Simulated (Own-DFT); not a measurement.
# What a defect does to the pressure of its cell: C40 NbSi2

Everything here is calculated. The program is Own-DFT (plane waves, in-house, since retired, never reviewed by a person); positions were held fixed, and spin and spin-orbit coupling were off.

All runs used: PBE; PseudoDojo norm-conserving scalar-relativistic files; cutoff 42 hartree; 4 x 4 x 5 k mesh centred on Gamma; cold (Marzari-Vanderbilt) smearing of 0.2 eV.

Caveats: forces on such cells failed a check on a denser k mesh; stress not checked against mesh or cutoff.

All runs share one cell, with vectors in Å (0.000, 8.324, 0.000); (-9.613, 0.000, 0.000); (0.000, 0.000, 6.586) and a volume of 527.0 Å³. The atoms are randomly displaced, by u rms on each axis. The defect's site can differ from row to row.

```
                    cell   formula   u (Å)  P (GPa)
               no defect  Nb12Si24  0.0186     1.48
               no defect  Nb12Si24  0.0204     1.47
               no defect  Nb12Si24  0.0508     2.94
two Nb on a Si site each  Nb14Si22  0.0274     7.56
two Nb on a Si site each  Nb14Si22  0.0298        ?
two Nb on a Si site each  Nb14Si22  0.0535     8.43
two Nb on a Si site each  Nb14Si22  0.0541     8.20
two Si on a Nb site each  Nb10Si26  0.0291     1.72
two Si on a Nb site each  Nb10Si26  0.0333     1.93
two Si on a Nb site each  Nb10Si26  0.0489     2.30
          one Si vacancy  Nb12Si23  0.0280     0.95
          one Si vacancy  Nb12Si23  0.0522     1.92
          one Si vacancy  Nb12Si23  0.0543     1.88
```

## Analysis

P = P0 + c u² + a shift for each defect gives P0 = 1.43 GPa, c = 476 ± 57 GPa/Å² and a scatter of 0.18 GPa. The shifts, and each times the cell's volume:

- two Nb on a Si site each: 5.59 ± 0.16 GPa, 18.4 eV (9.2 eV for each of its 2 sites)
- two Si on a Nb site each: -0.14 ± 0.15 GPa, -0.5 eV (-0.2 eV for each of its 2 sites) (not resolved)
- one Si vacancy: -0.87 ± 0.16 GPa, -2.9 eV

A positive shift means that the defect pushes the cell outwards. Shift times volume (160.2 GPa Å³ is 1 eV) depends little on the cell's size, so, taken for each site, it can be compared between cells at like pressure. The atoms around the defects weren't relaxed, which would change these numbers.

## Prediction

Asked: what pressure belongs in the blank (two Nb on a Si site each, u = 0.0298 Å)?

The fit gives 7.45 ± 0.23 GPa. DFT gave 7.58 GPa.
